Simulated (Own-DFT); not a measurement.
# Energy and forces against displacement in monoclinic HfO2, 96 atoms (Hf32O64)

Calculated results; nothing here was measured. They come from Own-DFT, an in-house plane-wave density functional program, since retired, whose code no person has reviewed. Each row is one single-point run on a periodic cell that was not relaxed, without spin or spin-orbit coupling.

Settings of every run: PBE; PseudoDojo norm-conserving scalar-relativistic files; cutoff 72 hartree; 2 x 2 x 2 k mesh centred on Gamma; Fermi-Dirac smearing of 0.1 eV.

Known limits, some of them of some rows only: some atoms lie very close together; hafnium file: forces about 75 meV/angstrom off all-electron values; oxygen file: force components 24 meV/angstrom off all-electron in a glass; forces on such cells passed a denser k mesh, each cell not checked; stress not checked against mesh or cutoff.

Cell vectors in Å: (10.234, 0.000, 0.000); (0.000, 10.350, 0.000); (-1.696, 0.000, 10.445). In each run every atom was moved at random and independently from its ideal site; u is the rms move along one axis. E is the free energy for each atom above the fitted value at u = 0, and F the rms of the force components.

| run | u (Å) | E (meV/atom) | F (eV/Å) | largest force (eV/Å) | P (GPa) |
|---|---|---|---|---|---|
| 1 | 0.0190 | 9.7 | 0.452 | 1.93 | 3.97 |
| 2 | 0.0203 | 9.7 | 0.424 | 1.61 | 4.15 |
| 3 | 0.0508 | 59.2 | 1.033 | 5.55 | 5.06 |
| 4 | 0.0511 | 69.4 | 1.145 | 5.46 | 6.79 |
| 5 | 0.0529 | ? | ? | ? | ? |
| 6 | 0.0765 | 143.8 | 1.727 | 9.06 | 9.84 |
| 7 | 0.0784 | 147.0 | 1.797 | 10.78 | 9.01 |
| 8 | 0.0811 | 176.6 | 1.985 | 7.96 | 9.65 |
| 9 | 0.1455 | 597.1 | 4.352 | 24.44 | 22.70 |
| 10 | 0.1996 | 1039.2 | 5.741 | 25.55 | 37.53 |

## Worked fit

For small independent moves the energy grows as E = (3/2) K u², with K the mean stiffness felt by one atom. The runs with u up to 0.11 Å give K = 16.7 ± 0.5 eV/Å², with residuals divided by u² + 0.0006 Å², since the noise grows with the moves. The scatter is 4.2 meV/atom at u = 0.05 Å. The forces follow F = G u with G = 22.5 eV/Å²; no force at u = 0 is resolved. G exceeds K because the moves of its neighbours add to the force on an atom, and stiffness differs between atoms. At u = 0.200 Å the parabola gives 996 meV/atom and the run 1039. The pressure follows P = 3.63 + 941 u² GPa: at fixed volume, shortened bonds push harder than stretched ones pull.

## Withheld run

Question: what energy and rms force should run 5 give?

The fit gives 70 ± 5 meV/atom and about 1.19 eV/Å. The calculation gave 71.0 meV/atom and 1.135 eV/Å.
